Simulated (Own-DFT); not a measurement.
# Stretching a layer in its plane: wurtzite AlGaN with randomly placed atoms, 128 atoms (Al48Ga16N64)

The numbers are computed, not measured, by runs of the plane-wave DFT program Own-DFT (in-house, retired, unreviewed) at fixed positions, with no spin and no spin-orbit coupling.

Settings: PBE; PseudoDojo norm-conserving scalar-relativistic files (stringent for Ga); cutoff 96 hartree; 3 x 3 x 3 k mesh centred on Gamma; Gaussian smearing of 0.01 eV.

Known weak points: k mesh not checked against a denser one; stress not checked against mesh or cutoff.

Unstrained cell vectors in Å: (12.525, 0.000, 0.000); (-6.263, 10.847, 0.000); (0.000, 0.000, 10.066). The unstrained cell has measured lattice constants (interpolated for alloys), not those of this functional. That, the random moves and any unrelaxed bonds set the pressure at no strain. Each run strains x and y alike by e, as a substrate would, and holds the height along z. Random moves of width 0.05 Å per axis were added to every atom. The random placing of the alloy's atoms differs from row to row. Stress is positive in tension.

```
e (%),u (Å),(s_xx + s_yy)/2 (GPa),s_zz (GPa)
-2.75,0.048,-23.84,-11.39
-2.25,0.051,-22.19,-9.35
-1.75,0.050,-18.24,-7.57
-1.50,0.051,-15.69,-9.07
0.25,0.051,-4.95,-7.01
0.50,0.046,?,?
1.75,0.051,3.25,-4.22
2.00,0.050,4.17,-3.36
2.75,0.049,7.20,-2.56
3.00,0.050,8.76,-3.19
```

## What the rows give

With e as a fraction, the in-plane stress is -6.6 + 589 e - 2633 e² GPa (errors 11 and 829, scatter 0.66), and s_zz is -6.6 + 136 e GPa (slope ± 13, scatter 0.82). At e = 0 the first slope is C11 + C12 and the second 2 C13, both with the ions held to the strained lattice and at the cell's own pressure. The term in e² is negative: the layer stiffens under compression and softens under tension. A free layer would change its height as e changes, and the in-plane slope would drop by 2 C13²/C33 to the biaxial modulus. At fixed height, a misfit of 1 % moves the in-plane stress by about 5.9 GPa and s_zz by 1.4 GPa.

## Check

Q: what are the two stresses at e = 0.50 %?

The fitted form gives -3.7 and -6.0 GPa. DFT gave -3.94 and -4.22 GPa.
